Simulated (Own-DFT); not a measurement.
# How strain changes the stress of hcp Ru, 36 atoms (Ru36)

All numbers below are calculated, not measured. They come from Own-DFT, an in-house plane-wave density functional program, since retired, whose code no person has reviewed. Each row is one single-point run on a periodic cell that was not relaxed, without spin or spin-orbit coupling.

Settings of every run: PBE; PseudoDojo norm-conserving scalar-relativistic files; cutoff 50 hartree; 5 x 5 x 4 k mesh centred on Gamma; cold (Marzari-Vanderbilt) smearing of 0.2 eV.

Known limits: forces on such cells failed a check on a denser k mesh; stress not checked against mesh or cutoff.

Unstrained cell vectors in Å: (8.118, 0.000, 0.000); (-4.059, 7.030, 0.000); (0.000, 0.000, 8.563). The unstrained cell has measured lattice constants (interpolated for alloys), not those of this functional. That, the random moves and any unrelaxed bonds set the pressure at no strain. Each run strains this cell uniformly, with the atoms carried along. Every atom was also moved at random, by a Gaussian of width 0.05 Å on each axis. Strain is the symmetric tensor, in per cent. Stress is positive in tension, and the pressure is minus a third of its trace.

```
run  e_xx (%)  e_yy (%)  e_zz (%)  e_yz (%)  e_xz (%)  e_xy (%)  s_xx (GPa)  s_yy (GPa)  s_zz (GPa)  s_yz (GPa)  s_xz (GPa)  s_xy (GPa)  P (GPa)  E (meV/atom)
  1      1.00      0.33     -1.97     -0.66      1.40      0.71       -6.29       -8.87      -19.24       -2.68        5.21        2.62    11.47          39.9
  2     -0.60      1.65      0.20      1.37     -0.45     -0.87       -7.45        1.13       -4.51        5.17       -1.57       -3.49     3.61           0.0
  3     -1.20      1.59     -0.09     -0.58      1.69     -1.83      -12.60       -1.65       -7.82       -2.47        6.08       -7.12     7.36          22.4
  4     -0.28     -1.94      0.66     -1.44      0.81      1.85      -13.08      -20.27       -9.03       -5.41        3.82        9.27    14.12          44.7
  5     -1.15     -1.19      0.41      0.87      1.67      0.21      -16.71      -18.20      -10.51        3.85        6.51        0.15    15.14          43.0
  6     -0.90      1.31     -1.00      0.93      0.89      0.90      -13.36       -4.43      -14.27        3.68        3.56        3.49    10.68          28.9
  7     -0.75      0.18     -1.34     -1.42     -1.12      1.60      -15.56      -11.14      -18.26       -5.78       -4.83        6.09    14.99          36.2
  8     -0.45     -1.82     -1.81      0.76     -0.29      0.77      -18.28      -25.38      -25.94        3.46       -1.68        3.94    23.20          53.5
  9      1.95      1.58     -0.11     -0.62     -1.32     -1.83        5.71        3.57       -1.75       -1.87       -4.57       -5.98    -2.51          13.4
 10      1.41      0.11     -0.15      0.53     -1.23      1.77       -1.32       -5.24       -6.42        1.84       -5.00        7.01     4.32          23.4
 11      1.15     -1.07     -0.96      1.25      0.32     -0.93       -4.48      -13.82      -13.98        5.28        1.27       -4.58    10.76          10.5
 12     -1.96     -0.32     -0.69      0.79     -0.78     -1.77      -23.31      -16.03      -16.84        3.13       -3.17       -8.62    18.73          42.0
 13      1.78      0.99     -1.42      1.27     -0.07      0.37        0.86       -0.97      -11.81        4.78       -0.43        0.79     3.98          10.2
 14     -0.63     -0.53     -0.69     -1.77     -1.58      1.53      -15.83      -14.34      -16.10       -6.79       -6.33        5.85    15.42          49.7
 15      0.95     -0.30     -1.02      1.82     -0.45      1.24       -5.06      -10.62      -13.80        7.25       -1.66        5.73     9.83          24.9
 16      0.89      0.46     -1.80      1.21      0.43      1.84           ?           ?           ?           ?           ?           ?        ?             ?
```

E is the free energy for each atom above the lowest run shown.

## Worked fit

Each stress component was fitted by least squares to a constant and the strains of the runs shown, as fractions, with shears doubled. Shear strains stay in the fit of a normal stress only where such slopes are resolved. The slopes, in GPa:

| stress | at no strain | per e_xx | per e_yy | per e_zz | scatter |
|---|---|---|---|---|---|
| s_xx | -8.6 | 600 ± 18 | 199 ± 17 | 204 ± 27 | 0.78 |
| s_yy | -8.8 | 204 ± 16 | 623 ± 16 | 184 ± 24 | 0.71 |
| s_zz | -8.3 | 201 ± 11 | 223 ± 11 | 674 ± 17 | 0.49 |

Each shear stress against twice its own strain: yz 195 ± 3, xz 195 ± 4, xy 206 ± 11 GPa. These are stiffnesses along x, y and z of the frame in which the cell vectors are given, which need not be the crystal's axes. The atoms are held to the strained lattice; where symmetry lets them move under strain, relaxing them would lower some slopes. The table should be nearly symmetric about its diagonal, and what it lacks of that shows the noise. A ninth of its sum, 346 ± 7 GPa, estimates the bulk modulus near the mean pressure of these runs, 10.7 GPa, so it lies above the value at zero pressure.

## Withheld run

Question: what normal stresses and pressure should run 16 give?

The fit gives s_xx = -6.1, s_yy = -7.5, s_zz = -17.7 and P = 10.4 GPa. The calculation gave -5.87, -7.80, -17.84 and P = 10.50 GPa.
